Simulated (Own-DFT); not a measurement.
Simulation results for In3GaAs4 (zincblende random alloy, strained, atoms displaced)

Computed with Own-DFT development build. A calculation, not a measurement: plane-wave PBE density functional theory by an unreviewed code, no spin, of a simulated periodic cell, stress positive in tension, free energy of the whole cell less one offset for each atom, forces on such cells passed a denser k mesh, this cell's mesh not checked; offsets are fitted by least squares, one for each functional and potential file, so energies compare only between cells with the same atoms and settings and are not formation energies; the far tail of each file's local potential was reset to the Coulomb form; each entry is a single point on an unrelaxed cell, so the pressure reflects the starting lattice, mostly measured values, from which strain is counted, and rises with the displacements; printed positions are rounded, which can move forces by about a meV/angstrom; the program is a retired in-house code; no spin-orbit coupling.

Settings shared by all entries: functional PBE; potential files PseudoDojo norm-conserving, scalar-relativistic, standard set; wave cutoff 42 hartree; occupations Fermi-Dirac; smearing width 0.1 eV; k mesh 3 x 3 x 3 centred on Gamma.

(1) In3GaAs4 (zincblende random alloy, strained, atoms displaced)

```xyz
64
Lattice="11.7374 0.0000 0.0000 0.0000 11.7374 0.0000 0.0000 0.0000 12.0731" Properties=species:S:1:pos:R:3 In3GaAs4
In    11.7205     0.0360    12.0531
Ga    11.6960     2.9616     2.9721
Ga     2.9142     0.0442     3.0906
In     2.9871     2.9780     0.0066
As     1.4556     1.4059     1.5698
As     1.4737     4.4208     4.5339
As     4.3819     1.4965     4.5033
As     4.3634     4.4688     1.4702
In     0.0140    11.7284     6.0307
In     0.0054     2.9534     9.0329
In     3.0017    11.6915     9.0077
Ga     2.9475     2.9078     6.0735
As     1.5422     1.4602     7.5007
As     1.4886     4.4555    10.5539
As     4.3849     1.5513    10.5301
As     4.4367     4.3346     7.5175
In    11.6921     5.8415    12.0604
In    11.7225     8.8442     3.0609
Ga     2.9168     5.9018     2.9762
Ga     2.9725     8.8773     0.0009
As     1.5054     7.3823     1.4793
As     1.5387    10.3013     4.5247
As     4.4762     7.3074     4.5081
As     4.4173    10.2199     1.5124
In     0.0309     5.7955     5.9853
In    11.6936     8.8129     9.1113
In     2.8789     5.9357     9.0115
Ga     2.8880     8.7291     6.0192
As     1.5043     7.3175     7.5593
As     1.6003    10.2922    10.6191
As     4.4127     7.3688    10.5905
As     4.3884    10.2920     7.5398
In     5.8189     0.0226    12.0588
In     5.7932     2.8982     3.0151
In     8.8217    11.6661     3.0126
In     8.8689     2.8795     0.0739
As     7.3377     1.4994     1.5511
As     7.2953     4.4019     4.5548
As    10.2118     1.5377     4.4320
As    10.2603     4.3882     1.5579
Ga     5.8626    11.6905     5.9424
In     5.8912     2.9512     8.9544
In     8.7431     0.0239     9.1070
In     8.8172     2.8719     5.9659
As     7.3212     1.3850     7.5784
As     7.2660     4.3421    10.6088
As    10.2205     1.4928    10.5245
As    10.3445     4.3624     7.5897
In     5.9063     5.8477    12.0208
In     5.8660     8.7128     3.0124
Ga     8.8036     5.7537     2.9432
In     8.8267     8.7763    12.0109
As     7.2651     7.2398     1.4790
As     7.3403    10.2822     4.5006
As    10.2549     7.3963     4.4874
As    10.3032    10.2613     1.4560
In     5.8382     5.8929     6.0041
In     5.9014     8.7946     9.0161
In     8.7666     5.9593     9.0077
In     8.7425     8.7569     6.0360
As     7.2677     7.3271     7.5861
As     7.3972    10.2077    10.6008
As    10.2872     7.3392    10.5454
As    10.2369    10.3041     7.5100
```

Results for In3GaAs4 (zincblende random alloy, strained, atoms displaced): free energy of cell above offsets -25.090 eV; pressure 5.63 GPa; stress xx -5.93 GPa; stress yy -5.97 GPa; stress zz -4.99 GPa; stress yz 0.25 GPa; stress xz 0.25 GPa; stress xy 0.52 GPa.

Force:
```csv
element,x (eV/Å),y (eV/Å),z (eV/Å)
In,0.279,-0.061,-0.317
Ga,0.601,-0.218,0.407
Ga,0.354,-0.36,-0.442
In,-0.936,-0.384,0.203
As,0.192,0.836,0.691
As,1.15,-1.259,-1.325
As,-0.792,-1.037,1.215
As,-0.09,0.486,1.243
In,-0.185,0.544,-0.47
In,0.938,-0.602,0.514
In,-0.361,0.836,0.599
Ga,0.025,0.241,-0.412
As,-0.039,0.548,-0.08
As,-0.192,-0.543,0.088
As,0.262,-0.535,-0.242
As,-1.401,0.535,-0.731
In,0.493,0.256,0.391
In,0.68,0.058,-0.529
Ga,0.035,-0.039,0.13
Ga,0.146,-0.56,0.186
As,0.556,-0.018,0.035
As,0.729,-0.352,0.192
As,-2.526,0.158,0.067
As,-1.183,0.571,0.306
In,-0.646,0.98,0.464
In,0.9,0.737,-0.573
In,1.404,-0.753,0.589
Ga,0.515,0.321,-0.005
As,-0.8,1.297,-1.375
As,-0.556,-0.548,0.122
As,-0.719,0.518,0.206
As,0.693,-0.867,-2.056
In,0.342,0.029,-0.051
In,0.326,0.973,-0.4
In,0.008,0.405,-0.51
In,-0.67,0.387,-0.406
As,-0.185,-0.706,-0.138
As,0.8,0.294,-0.978
As,1.649,-0.439,-0.458
As,0.399,0.12,0.627
Ga,-0.196,0.23,0.447
In,0.21,-0.403,0.707
In,0.372,-0.707,-0.207
In,-0.464,0.603,1.174
As,-0.581,-0.152,-1.701
As,1.403,-0.122,-0.701
As,0.73,-0.006,0.126
As,-1.372,0.673,-0.862
In,-0.911,0.049,-0.054
In,0.408,0.747,-0.243
Ga,-0.504,0.756,0.708
In,-0.055,-0.522,1.247
As,1.861,0.081,0.719
As,-0.895,-0.033,0.633
As,-0.701,-1.633,-0.21
As,-0.273,-0.202,0.107
In,0.222,-0.556,0.588
In,-0.691,0.701,0.725
In,0.302,-1.378,0.642
In,0.107,0.23,0.149
As,0.204,-0.119,-1.06
As,-1.067,0.69,-0.304
As,-0.239,-0.524,0.12
As,-0.064,-0.253,0.473
```

(2) In3GaAs4 (zincblende random alloy, strained, atoms displaced)

```xyz
64
Lattice="11.7374 0.0000 0.0000 0.0000 11.7374 0.0000 0.0000 0.0000 12.0731" Properties=species:S:1:pos:R:3 In3GaAs4
In     0.0032     0.0473    12.0650
In    11.6790     2.8930     3.0894
In     2.9686     0.0000     3.0108
In     2.9403     2.9125     0.0599
As     1.4173     1.5056     1.5612
As     1.4747     4.4186     4.4684
As     4.4856     1.5160     4.5452
As     4.4152     4.3247     1.5583
In    11.7235     0.0535     6.0547
In     0.0055     2.9702     8.9576
Ga     2.8693     0.0170     8.9862
In     2.9741     2.9848     6.0255
As     1.4935     1.4255     7.5308
As     1.4252     4.3854    10.5875
As     4.4253     1.4322    10.6198
As     4.4058     4.3836     7.6015
Ga     0.0330     5.8862    12.0601
In     0.0063     8.7492     2.9900
In     2.8147     5.8183     2.9974
Ga     2.9970     8.8225     0.0326
As     1.6277     7.3219     1.4749
As     1.4460    10.2365     4.5183
As     4.4550     7.4181     4.4970
As     4.3971    10.1601     1.4432
In     0.1619     5.8607     6.0644
In    11.7157     8.8021     9.0059
In     2.9226     5.8405     9.0004
In     3.0107     8.7605     6.0377
As     1.5130     7.3065     7.4898
As     1.4368    10.2648    10.6216
As     4.4317     7.4076    10.6621
As     4.5273    10.2475     7.6041
In     5.9610     0.0797    12.0392
Ga     5.8669     2.9300     3.0155
In     8.7625     0.0610     3.0709
In     8.7611     2.9295    12.0125
As     7.2697     1.3477     1.5604
As     7.3426     4.3177     4.6239
As    10.3135     1.4547     4.4375
As    10.2648     4.3248     1.4112
Ga     5.8926     0.0139     6.0171
In     5.8723     2.9079     9.0565
In     8.7899    11.7007     9.1154
In     8.7259     2.9502     6.0569
As     7.3397     1.5192     7.4777
As     7.2861     4.4025    10.5614
As    10.2926     1.3942    10.5447
As    10.2378     4.3892     7.5627
In     5.7958     5.9205    12.0316
In     5.8203     8.7839     3.0474
Ga     8.8775     5.8557     2.9995
In     8.8178     8.8659     0.1028
As     7.3890     7.2258     1.4583
As     7.2951    10.3367     4.6166
As    10.2687     7.3379     4.5300
As    10.2924    10.2750     1.4812
Ga     5.8646     5.8230     6.0383
In     5.9478     8.8424     9.0885
In     8.7775     5.8570     9.0518
Ga     8.8349     8.8244     5.9982
As     7.3266     7.3336     7.4668
As     7.3451    10.2536    10.6082
As    10.3063     7.3811    10.4589
As    10.2951    10.1692     7.5740
```

The calculation gives: free energy of cell above offsets -24.114 eV; pressure 5.84 GPa; stress xx -6.18 GPa; stress yy -6.13 GPa; stress zz -5.21 GPa; stress yz 0.52 GPa; stress xz -0.77 GPa; stress xy -0.16 GPa.

Force:
```csv
element,x (eV/Å),y (eV/Å),z (eV/Å)
In,0.225,-0.203,0.489
In,0.573,1.238,-1.14
In,0.082,-0.193,0.015
In,-0.232,-0.044,-0.44
As,0.397,-0.377,-0.079
As,-0.464,-0.992,0.751
As,0.551,-0.493,-0.199
As,0.719,0.283,0.515
In,-0.214,-0.959,-0.257
In,0.031,-0.578,0.831
Ga,0.747,-0.635,0.754
In,-0.133,-0.289,-0.063
As,0.675,0.238,0.38
As,-0.049,0.499,0.398
As,-1.257,-0.156,-1.35
As,0.804,0.658,-1.046
Ga,-0.168,0.203,-0.129
In,0.196,0.028,-0.342
In,2.053,0.37,0.153
Ga,-0.486,-0.043,-0.546
As,-1.462,0.585,-1.588
As,0.306,0.228,0.345
As,-0.404,-2.682,0.935
As,-0.005,0.909,-0.263
In,-1.721,-0.402,-0.42
In,1.48,-0.287,0.355
In,0.084,0.462,1.263
In,-0.106,0.926,0.159
As,0.266,0.96,0.917
As,1.502,-0.271,-0.607
As,-1.474,0.634,-1.116
As,-1.147,1.71,-0.72
In,-1.099,-1.428,-0.029
Ga,0.331,-0.051,0.176
In,0.352,-1.217,-0.195
In,-0.266,-0.816,0.179
As,0.239,2.389,0.626
As,-1.228,1.774,-2.202
As,-1.108,-0.121,1.897
As,0.455,1.601,0.759
Ga,-0.25,0.248,0.545
In,-0.052,-0.326,0.175
In,-0.133,0.022,-1.004
In,1.844,-0.541,-0.174
As,-0.759,-1.857,0.578
As,-0.053,0.222,-0.052
As,-0.078,1.12,-0.341
As,0.255,0.467,-0.864
In,0.399,-1.099,0.862
In,1.631,0.445,-0.98
Ga,-0.284,-0.353,0.054
In,0.024,-0.994,-0.886
As,0.245,0.111,1.387
As,0.347,-0.649,0.362
As,-0.78,-0.473,0.223
As,0.2,0.671,1.027
Ga,-0.135,0.287,-0.137
In,0.011,-0.92,0.064
In,-0.104,0.316,0.028
Ga,-0.267,-0.097,0.124
As,0.134,-0.025,-0.769
As,0.31,0.042,0.199
As,-0.215,-0.955,1.876
As,-1.339,0.88,-1.467
```

(3) In3GaAs4 (zincblende random alloy, strained, atoms displaced)

```xyz
64
Lattice="11.7374 0.0000 0.0000 0.0000 11.7374 0.0000 0.0000 0.0000 12.0731" Properties=species:S:1:pos:R:3 In3GaAs4
Ga    11.7337     0.0237    12.0540
In     0.1089     2.9250     3.0603
In     3.0277    11.7329     3.1055
In     2.8670     2.9626    12.0599
As     1.4762     1.4323     1.5037
As     1.3771     4.4273     4.5759
As     4.3535     1.4624     4.4890
As     4.3579     4.3871     1.5534
In    11.6413    11.7223     6.0124
In     0.0232     2.9002     9.0883
In     2.9294    11.6984     9.1245
In     2.9566     2.9630     6.0090
As     1.4951     1.5838     7.5467
As     1.4563     4.4038    10.5573
As     4.3372     1.4023    10.6025
As     4.4549     4.4163     7.4812
In     0.0114     6.0573     0.0395
In     0.0310     8.8359     2.9509
In     2.9971     5.8199     3.0123
Ga     2.9943     8.7911    12.0627
As     1.4802     7.3470     1.5128
As     1.4700    10.2396     4.5416
As     4.3530     7.3216     4.5602
As     4.4560    10.3918     1.3994
In     0.0106     5.8012     5.9773
In     0.0809     8.7453     9.1346
In     2.9503     5.9511     9.0326
In     2.9362     8.8242     6.0657
As     1.5392     7.3687     7.5954
As     1.5547    10.3230    10.6122
As     4.4370     7.3508    10.5753
As     4.4082    10.3149     7.4899
Ga     5.9421    11.7207     0.0364
In     5.7572     2.9406     3.0414
In     8.7615    11.6272     3.0784
In     8.7703     2.9853    12.0591
As     7.3192     1.4928     1.5487
As     7.3159     4.4439     4.3958
As    10.2879     1.4455     4.5495
As    10.3691     4.2952     1.5233
In     5.8921    11.6337     5.9719
Ga     5.9466     2.8624     9.0456
In     8.8064    11.6952     9.0558
In     8.7992     2.9140     5.9541
As     7.3205     1.4402     7.5764
As     7.3328     4.4259    10.6711
As    10.3662     1.4390    10.5109
As    10.1836     4.4620     7.5440
In     5.7894     5.8208    12.0022
In     5.8132     8.7417     2.9897
In     8.8164     5.9998     3.1093
Ga     8.8442     8.7645    12.0708
As     7.3617     7.3693     1.6201
As     7.4209    10.2416     4.5447
As    10.2181     7.3803     4.5537
As    10.2271    10.2893     1.5119
Ga     5.9414     5.7901     6.0294
In     5.8991     8.7814     8.9279
Ga     8.7560     5.9025     9.0875
Ga     8.8594     8.7885     6.0566
As     7.3762     7.3353     7.4969
As     7.4205    10.3555    10.5284
As    10.3508     7.3490    10.5646
As    10.3271    10.3465     7.5405
```

The calculation gives: free energy of cell above offsets -23.628 eV; pressure 5.95 GPa; stress xx -6.34 GPa; stress yy -6.23 GPa; stress zz -5.27 GPa; stress yz 0.13 GPa; stress xz 0.58 GPa; stress xy 0.06 GPa.

Force:
```csv
element,x (eV/Å),y (eV/Å),z (eV/Å)
Ga,0.023,-0.124,0.316
In,-0.576,-0.716,-0.276
In,-1.214,-0.802,-1.326
In,0.302,-0.281,0.121
As,-0.291,-0.894,-0.234
As,1.853,-0.41,-0.898
As,0.93,0.286,1.37
As,0.212,-0.21,-1.129
In,1.673,0.569,0.126
In,-0.289,1.081,-0.685
In,0.133,0.72,-1.478
In,-0.057,0.164,0.032
As,-0.008,-1.44,-0.261
As,-0.133,1.105,-0.037
As,2.131,0.706,0.26
As,1.15,0.054,0.741
In,-0.068,-2.171,0.002
In,-0.43,-0.005,0.462
In,-1.042,0.504,0.568
Ga,-0.064,0.333,0.197
As,1.719,0.881,-0.045
As,-0.098,0.375,-0.084
As,1.016,-0.635,0.699
As,-0.25,-1.109,-0.142
In,-0.971,1.592,1.545
In,0.015,1.279,-0.574
In,0.438,-1.228,0.443
In,-0.005,-0.056,-0.136
As,-1.03,-0.292,-1.061
As,-1.009,-1.024,1.61
As,-0.616,1.136,0.059
As,-0.309,-0.152,0.666
Ga,0.21,0.628,-0.611
In,0.747,-0.187,-0.289
In,0.549,1.504,-0.772
In,1.04,-1.051,0.416
As,-0.318,-0.714,-0.439
As,-0.489,-0.038,1.362
As,-0.282,0.244,-1.097
As,-0.564,1.464,0.069
In,0.122,1.108,0.087
Ga,-0.675,0.288,0.345
In,0.744,0.962,-0.489
In,-0.586,0.445,0.532
As,-0.326,0.518,-0.208
As,-0.034,-0.061,-2.668
As,-0.678,-0.601,1.343
As,-0.162,-0.001,0.889
In,0.337,0.604,1.562
In,-0.329,1.054,0.332
In,0.505,-1.414,-1.219
Ga,-0.287,0.323,0.028
As,0.225,-0.038,-2.418
As,-0.54,-1.881,0.873
As,0.982,1.08,0.948
As,0.443,-0.097,-1.667
Ga,-0.146,0.295,-0.268
In,-0.01,0.628,0.901
Ga,0.219,-0.103,-0.013
Ga,0.069,0.423,0.289
As,0.685,-0.878,-0.628
As,-1.202,-1.602,1.861
As,-2.588,0.03,-0.224
As,-0.796,-2.171,0.325
```

(4) In3GaAs4 (zincblende random alloy, strained, atoms displaced)

```xyz
64
Lattice="11.7374 0.0000 0.0000 0.0000 11.7374 0.0000 0.0000 0.0000 12.0731" Properties=species:S:1:pos:R:3 In3GaAs4
In     0.0747     0.1067     0.0561
In    11.7088     3.0243     2.9793
Ga     2.8990    11.6471     3.0945
In     2.8415     2.8846    12.0053
As     1.5457     1.4770     1.4606
As     1.5161     4.4127     4.6130
As     4.3840     1.4961     4.4921
As     4.3126     4.2564     1.4047
In     0.0446    11.7047     6.0584
In     0.0146     2.9730     9.1438
In     2.9130    11.7024     9.0633
In     2.9045     2.8793     6.0113
As     1.5307     1.4445     7.5527
As     1.4739     4.3767    10.5485
As     4.4461     1.4605    10.5998
As     4.3438     4.3400     7.5486
In     0.0331     5.7918    12.0253
Ga    11.6623     8.7857     2.9165
In     2.9704     5.8767     3.0105
In     2.9854     8.6842    12.0582
As     1.4522     7.3237     1.5591
As     1.3969    10.2670     4.4921
As     4.4759     7.3697     4.4235
As     4.3393    10.3578     1.5216
In    11.6649     5.9148     5.9991
In     0.0142     8.8186     9.0677
In     2.8550     5.8999     8.9876
In     2.9617     8.8272     6.0290
As     1.4130     7.4224     7.4897
As     1.4707    10.2404    10.5690
As     4.3768     7.3253    10.6461
As     4.3405    10.3533     7.5757
Ga     5.8229    11.7164     0.0801
In     5.8244     2.8841     2.9832
In     8.8018     0.0453     2.9831
Ga     8.8133     2.9785    12.0460
As     7.3859     1.3795     1.4283
As     7.2784     4.3732     4.3624
As    10.2867     1.4541     4.5316
As    10.2927     4.3738     1.4530
Ga     5.9356     0.0243     6.1241
In     5.9720     2.7909     9.0574
In     8.8721     0.0794     9.0552
Ga     8.8321     2.9957     6.0793
As     7.2409     1.4311     7.5173
As     7.3483     4.3557    10.4859
As    10.2810     1.5256    10.5547
As    10.2459     4.4859     7.5499
In     5.8798     5.9069     0.0868
In     5.8416     8.7490     2.9903
Ga     8.7699     5.8610     2.9392
In     8.7594     8.8518     0.0360
As     7.3191     7.3531     1.5362
As     7.3173    10.2171     4.5407
As    10.1765     7.3299     4.6262
As    10.3487    10.2383     1.5933
In     5.8656     5.8769     5.9798
In     5.9050     8.8510     8.9928
Ga     8.8221     5.8731     9.0489
In     8.8542     8.7745     6.0778
As     7.3401     7.3997     7.5830
As     7.3444    10.2947    10.5301
As    10.1731     7.3157    10.5310
As    10.3529    10.2577     7.5105
```

Results for In3GaAs4 (zincblende random alloy, strained, atoms displaced): free energy of cell above offsets -24.303 eV; pressure 5.79 GPa; stress xx -6.12 GPa; stress yy -6.12 GPa; stress zz -5.13 GPa; stress yz -0.24 GPa; stress xz 0.08 GPa; stress xy -0.1 GPa.

Force:
```csv
element,x (eV/Å),y (eV/Å),z (eV/Å)
In,-0.731,-1.095,-0.658
In,0.815,-0.77,0.752
Ga,0.144,0.673,-0.18
In,0.741,-0.115,-0.624
As,0.117,-0.441,2.401
As,-0.682,0.411,-0.831
As,0.037,-2.06,0.424
As,0.585,1.125,0.636
In,-0.05,0.767,-0.199
In,-0.228,-0.28,-1.563
In,0.028,0.595,0.946
In,0.409,0.039,0.225
As,-0.939,0.331,0.39
As,0.473,0.698,-0.25
As,0.178,-0.982,0.423
As,0.831,0.241,0.172
In,-0.413,1.073,0.08
Ga,0.475,-0.582,1.146
In,0.023,-0.687,-0.033
In,-0.987,1.486,0.939
As,-0.849,0.386,0.094
As,0.295,-0.723,-1.263
As,-1.194,-0.536,1.364
As,0.13,0.038,0.057
In,0.808,-0.425,0.169
In,-0.461,-0.222,0.424
In,0.503,0.121,0.126
In,0.216,0.078,-0.617
As,0.176,-0.514,-0.011
As,-0.016,0.094,0.716
As,1.048,-0.698,-1.852
As,1.421,-0.17,-1.217
Ga,0.25,0.048,-0.649
In,0.179,-0.393,-0.996
In,0.063,-0.737,0.829
Ga,-0.252,-0.251,-0.146
As,-0.554,1.006,-1.116
As,1.692,0.444,1.038
As,-0.392,0.951,0.735
As,-1.829,0.547,-0.071
Ga,-0.884,-0.683,-1.175
In,-1.383,1.192,0.324
In,-0.287,-0.614,-0.511
Ga,-0.348,-0.275,-0.584
As,1.946,-0.097,-1.511
As,1.026,0.816,0.77
As,-0.519,0.238,1.308
As,-0.806,-0.667,0.382
In,-0.176,-1.165,-0.633
In,0.33,1.707,-0.513
Ga,0.229,-0.083,0.375
In,0.425,0.038,-0.127
As,1.164,-0.579,0.368
As,-0.286,0.974,0.555
As,0.398,-0.273,-3.193
As,-0.139,0.203,-0.606
In,0.144,-0.331,0.526
In,-0.947,0.032,0.765
Ga,-0.516,0.012,-0.03
In,-0.854,0.999,0.29
As,0.562,-1.696,0.038
As,-0.604,0.912,0.865
As,0.22,-0.388,-0.094
As,-0.755,0.259,0.6
```
